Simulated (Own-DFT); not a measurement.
# One host, several defects: 4H SiC

Calculated, not measured: single-point runs of Own-DFT, a retired in-house plane-wave DFT program that no person has reviewed, on unrelaxed cells, without spin or spin-orbit coupling.

All runs used: PBE; PseudoDojo norm-conserving scalar-relativistic files; cutoff 42 hartree; 4 x 4 x 3 k mesh centred on Gamma; Fermi-Dirac smearing of 0.1 eV.

Limits (not all hold for every row): a neutral cation vacancy leaves holes that likely carry spin, which these runs leave out; some atoms lie very close together; not probed for a lower state with spin; forces on such cells failed a check on a denser k mesh; forces on such cells passed a denser k mesh, each cell not checked; stress not checked against mesh or cutoff.

All runs share one cell, with vectors in Å (9.248, 0.000, 0.000); (-4.624, 8.009, 0.000); (0.000, 0.000, 10.068) and a volume of 745.7 Å³. u is the rms random offset of the atoms per axis. The defect's site can differ from row to row.

| cell | formula | u (Å) | P (GPa) |
|---|---|---|---|
| no defect | C36Si36 | 0.0307 | 3.74 |
| no defect | C36Si36 | 0.0596 | 6.56 |
| no defect | C36Si36 | 0.0606 | 6.50 |
| two Al on a Si site each | Al2C36Si34 | 0.0288 | 5.85 |
| two Al on a Si site each | Al2C36Si34 | 0.0493 | 6.77 |
| two Al on a Si site each | Al2C36Si34 | 0.0528 | 7.52 |
| one Si vacancy | C36Si35 | 0.0285 | 3.00 |
| one Si vacancy | C36Si35 | 0.0296 | 3.08 |
| one Si vacancy | C36Si35 | 0.0320 | 3.06 |
| one Si on a C site | C35Si37 | 0.0488 | 12.26 |
| one Si on a C site | C35Si37 | 0.0515 | 11.70 |
| one Si on a C site | C35Si37 | 0.0519 | 12.28 |
| one C on a Si site and one Si on a C site | C36Si36 | 0.0306 | ? |
| one C on a Si site and one Si on a C site | C36Si36 | 0.0316 | 7.76 |
| one C on a Si site and one Si on a C site | C36Si36 | 0.0487 | 8.83 |
| one C on a Si site and one Si on a C site | C36Si36 | 0.0489 | 8.66 |

## What the rows give

P = P0 + c u² + a shift for each defect gives P0 = 3.13 GPa, c = 907 ± 95 GPa/Å² and a scatter of 0.27 GPa. The shifts, and each times the cell's volume:

- one Si on a C site: 6.62 ± 0.22 GPa, 30.8 eV
- one C on a Si site and one Si on a C site: 3.55 ± 0.24 GPa, 16.5 eV
- two Al on a Si site each: 1.76 ± 0.23 GPa, 8.2 eV (4.1 eV for each of its 2 sites)
- one Si vacancy: -0.90 ± 0.28 GPa, -4.2 eV

Against the defect-free cell, a freed cell would be larger where the shift is positive and smaller where it is negative (160.2 GPa Å³ is 1 eV). The atoms around the defects weren't relaxed, which would change these numbers.

## Test on the hidden row

Asked: what pressure belongs in the blank (one C on a Si site and one Si on a C site, u = 0.0306 Å)?

The fit gives 7.52 ± 0.33 GPa. The run itself gave 7.38 GPa.
